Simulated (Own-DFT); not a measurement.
# Point defects and the pressure they add: zincblende InP

Calculated, not measured: single-point runs of Own-DFT, a retired in-house plane-wave DFT program that no person has reviewed, on unrelaxed cells, without spin or spin-orbit coupling.

Common settings: PBE; PseudoDojo norm-conserving scalar-relativistic files; cutoff 36 hartree; 2 x 3 x 3 k mesh centred on Gamma; Fermi-Dirac smearing of 0.1 eV.

Known weak points (not all hold for every row): not probed for a lower state with spin; forces on such cells failed a check on a denser k mesh; forces not confirmed at this smearing and k mesh; stress not checked against mesh or cutoff.

All runs share one cell, with vectors in Å (17.606, 0.000, 0.000); (0.000, 11.737, 0.000); (0.000, 0.000, 11.737) and a volume of 2425.5 Å³. u is the rms random offset of the atoms per axis. The defect's site can differ from row to row.

```
                                      cell  formula   u (Å)  P (GPa)
                                 no defect  In48P48  0.0196     3.20
                                 no defect  In48P48  0.0199     3.20
                                 no defect  In48P48  0.0489     3.56
one In on a P site and one P on an In site  In48P48  0.0306     3.59
one In on a P site and one P on an In site  In48P48  0.0458     3.75
one In on a P site and one P on an In site  In48P48  0.0476     3.82
                  two P on an In site each  In46P50  0.0290     2.99
                  two P on an In site each  In46P50  0.0295     3.04
                  two P on an In site each  In46P50  0.0495     3.31
                       one P on an In site  In47P49  0.0295     3.14
                       one P on an In site  In47P49  0.0463     3.40
                       one P on an In site  In47P49  0.0499     3.44
                           two P vacancies  In48P46  0.0464        ?
                           two P vacancies  In48P46  0.0470     3.27
                           two P vacancies  In48P46  0.0484     3.24
                           two P vacancies  In48P46  0.0534     3.38
```

## Worked fit

P = P0 + c u² + a shift for each defect gives P0 = 3.13 GPa, c = 181 ± 9 GPa/Å² and a scatter of 0.02 GPa. The shifts, and each times the cell's volume:

- one In on a P site and one P on an In site: 0.27 ± 0.02 GPa, 4.1 eV
- one P on an In site: -0.14 ± 0.02 GPa, -2.1 eV
- two P on an In site each: -0.27 ± 0.02 GPa, -4.0 eV (-2.0 eV for each of its 2 sites)
- two P vacancies: -0.28 ± 0.02 GPa, -4.3 eV (-2.1 eV for each of its 2 sites)

Positive is outwards. The product with the volume (160.2 GPa Å³ to the eV) is nearly free of the cell's size; divided by the bulk modulus at the cell's pressure it gives the volume that the defect adds. The atoms around the defects weren't relaxed, which would change these numbers.

## The run left out

Asked: what pressure belongs in the blank (two P vacancies, u = 0.0464 Å)?

Estimate: 3.24 ± 0.03 GPa. The hidden result is 3.37 GPa. This run lies off the fit, by chance or by something that the fit leaves out.
